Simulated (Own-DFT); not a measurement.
# Shaking the atoms of 4H SiC, 32 atoms (C16Si16)

These are calculations, not measurements. They come from Own-DFT, an in-house plane-wave density functional program, since retired, whose code no person has reviewed. Each row is one single-point run on a periodic cell that was not relaxed, without spin or spin-orbit coupling.

Settings of every run: PBE; PseudoDojo norm-conserving scalar-relativistic files; cutoff 42 hartree; 5 x 5 x 3 k mesh centred on Gamma; Fermi-Dirac smearing of 0.1 eV.

Known limits, some of them of some rows only: some atoms lie very close together; forces on such cells passed a denser k mesh, each cell not checked; stress not checked against mesh or cutoff.

Cell vectors in Å: (6.165, 0.000, 0.000); (-3.083, 5.339, 0.000); (0.000, 0.000, 10.068). In each run every atom was moved at random and independently from its ideal site; u is the rms move along one axis. E is the free energy for each atom above the fitted value at u = 0, and F the rms of the force components.

| run | u (Å) | E (meV/atom) | F (eV/Å) | largest force (eV/Å) | P (GPa) |
|---|---|---|---|---|---|
| 1 | 0.0279 | 27.0 | 0.687 | 1.99 | 3.48 |
| 2 | 0.0328 | 45.4 | 1.020 | 3.74 | 3.99 |
| 3 | 0.0564 | 126.9 | 1.712 | 6.12 | 6.09 |
| 4 | 0.0589 | ? | ? | ? | ? |
| 5 | 0.0937 | 348.5 | 3.275 | 14.09 | 11.84 |
| 6 | 0.1006 | 365.6 | 2.836 | 7.47 | 10.41 |
| 7 | 0.1209 | 741.4 | 6.040 | 22.45 | 22.05 |

## Worked fit

For small independent moves the energy grows as E = (3/2) K u², with K the mean stiffness felt by one atom. The runs with u up to 0.11 Å give K = 25.7 ± 1.3 eV/Å², with residuals divided by u² + 0.0006 Å², since the noise grows with the moves. The scatter is 7.6 meV/atom at u = 0.05 Å. The forces follow F = G u with G = 30.0 eV/Å²; no force at u = 0 is resolved. G exceeds K because the moves of its neighbours add to the force on an atom, and stiffness differs between atoms. The pressure follows P = 3.16 + 836 u² GPa: at fixed volume, shortened bonds push harder than stretched ones pull.

## Withheld run

Question: what energy and rms force should run 4 give?

The fit gives 134 ± 12 meV/atom and about 1.77 eV/Å. The calculation gave 160.1 meV/atom and 2.410 eV/Å. This run lies off the fit, by chance or by something that the fit leaves out.
